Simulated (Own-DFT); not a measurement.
# Point defects and the pressure they add: C11b WSi2

Source: density functional calculations with Own-DFT, an unreviewed in-house program that is no longer used. Nothing was measured or relaxed, and spin and spin-orbit coupling are left out.

Settings: PBE; PseudoDojo norm-conserving scalar-relativistic files; cutoff 50 hartree; 5 x 5 x 5 k mesh centred on Gamma; cold (Marzari-Vanderbilt) smearing of 0.2 eV.

Limits: forces on such cells failed a check on a denser k mesh; stress not checked against mesh or cutoff.

All runs share one cell, with vectors in Å (-2.148, -5.953, 3.409); (-6.444, 2.976, 1.136); (-2.553, -2.948, -6.757) and a volume of 403.2 Å³. u is the rms random offset of the atoms per axis. The defect's site can differ from row to row.

| cell | formula | u (Å) | P (GPa) |
|---|---|---|---|
| no defect | Si20W10 | 0.0230 | 4.57 |
| no defect | Si20W10 | 0.0511 | 6.04 |
| no defect | Si20W10 | 0.0533 | 6.36 |
| one W vacancy | Si20W9 | 0.0279 | 3.73 |
| one W vacancy | Si20W9 | 0.0304 | 3.54 |
| one W vacancy | Si20W9 | 0.0502 | 5.03 |
| one Si vacancy | Si19W10 | 0.0301 | 3.15 |
| one Si vacancy | Si19W10 | 0.0327 | 3.38 |
| one Si vacancy | Si19W10 | 0.0453 | ? |
| one Si vacancy | Si19W10 | 0.0459 | 4.13 |
| one Si on a W site | Si21W9 | 0.0293 | 6.40 |
| one Si on a W site | Si21W9 | 0.0306 | 6.06 |
| one Si on a W site | Si21W9 | 0.0474 | 7.64 |
| one W on a Si site | Si19W11 | 0.0303 | 9.85 |
| one W on a Si site | Si19W11 | 0.0315 | 10.20 |
| one W on a Si site | Si19W11 | 0.0527 | 10.81 |

## What the rows give

P = P0 + c u² + a shift for each defect gives P0 = 4.20 GPa, c = 730 ± 79 GPa/Å² and a scatter of 0.24 GPa. The shifts, and each times the cell's volume:

- one W on a Si site: 4.95 ± 0.20 GPa, 12.4 eV
- one Si on a W site: 1.52 ± 0.20 GPa, 3.8 eV
- one W vacancy: -1.13 ± 0.20 GPa, -2.8 eV
- one Si vacancy: -1.64 ± 0.20 GPa, -4.1 eV

Against the defect-free cell, a freed cell would be larger where the shift is positive and smaller where it is negative (160.2 GPa Å³ is 1 eV). The atoms around the defects weren't relaxed, which would change these numbers.

## Test on the hidden row

Asked: what pressure belongs in the blank (one Si vacancy, u = 0.0453 Å)?

The fitted form gives 4.06 ± 0.29 GPa. Computed: 4.46 GPa.
